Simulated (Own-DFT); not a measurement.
# Strain and stress in wurtzite AlGaN with randomly placed atoms, 72 atoms (Al9Ga27N36)

All numbers below are calculated, not measured. They come from Own-DFT, an in-house plane-wave density functional program, since retired, whose code no person has reviewed. Each row is one single-point run on a periodic cell that was not relaxed, without spin or spin-orbit coupling.

Settings of every run: PBE; PseudoDojo norm-conserving scalar-relativistic files (stringent for Ga); cutoff 96 hartree; 4 x 4 x 3 k mesh centred on Gamma; Gaussian smearing of 0.01 eV.

Known limits: forces on such cells passed a denser k mesh, each cell not checked; stress not checked against mesh or cutoff.

Unstrained cell vectors in Å: (9.509, 0.000, 0.000); (-4.755, 8.235, 0.000); (0.000, 0.000, 10.268). The unstrained cell has measured lattice constants (interpolated for alloys), not those of this functional. That, the random moves and any unrelaxed bonds set the pressure at no strain. Each run strains this cell uniformly, with the atoms carried along. Every atom was also moved at random, by a Gaussian of width 0.05 Å on each axis. The random placing of the alloy's atoms differs from row to row. Strain is the symmetric tensor, in per cent. Stress is positive in tension, and the pressure is minus a third of its trace.

| run | e_xx (%) | e_yy (%) | e_zz (%) | s_xx (GPa) | s_yy (GPa) | s_zz (GPa) | P (GPa) | E (meV/atom) |
|---|---|---|---|---|---|---|---|---|
| 1 | -1.25 | -1.25 | 0.00 | -15.04 | -13.19 | -9.14 | 12.45 | 29.4 |
| 2 | 0.25 | 0.25 | 0.00 | -5.79 | -3.21 | -7.71 | 5.57 | 0.0 |
| 3 | -3.00 | -3.00 | 0.00 | -25.26 | -27.17 | -11.16 | 21.20 | 71.0 |
| 4 | 0.75 | 0.75 | 0.00 | -3.90 | -1.71 | -7.06 | 4.22 | 11.8 |
| 5 | 3.00 | 3.00 | 0.00 | 7.52 | 6.45 | -3.30 | -3.55 | 18.5 |
| 6 | 2.25 | 2.25 | 0.00 | 3.82 | 3.24 | -4.67 | -0.80 | 20.4 |
| 7 | 2.00 | 2.00 | 0.00 | 4.21 | 4.17 | -6.40 | -0.66 | 4.5 |
| 8 | 1.50 | 1.50 | 0.00 | 1.28 | 0.16 | -5.33 | 1.30 | 10.3 |
| 9 | -0.50 | -0.50 | 0.00 | ? | ? | ? | ? | ? |

E is the free energy for each atom above the lowest run shown.

## Worked fit

The change of volume is close to e_xx + e_yy + e_zz. A straight line through the runs shown gives P = 7.87 - 205 x (fractional change of volume) GPa, with an error of 9 on the slope and a scatter of 0.95 GPa. The strain isn't the same on all axes and the cell isn't cubic, so the slope belongs to this path and is not the bulk modulus.

## Withheld run

Question: what pressure should run 9 give? Its volume changes by -1.00 %.

The line gives 9.9 GPa. The calculation gave 9.45 GPa.
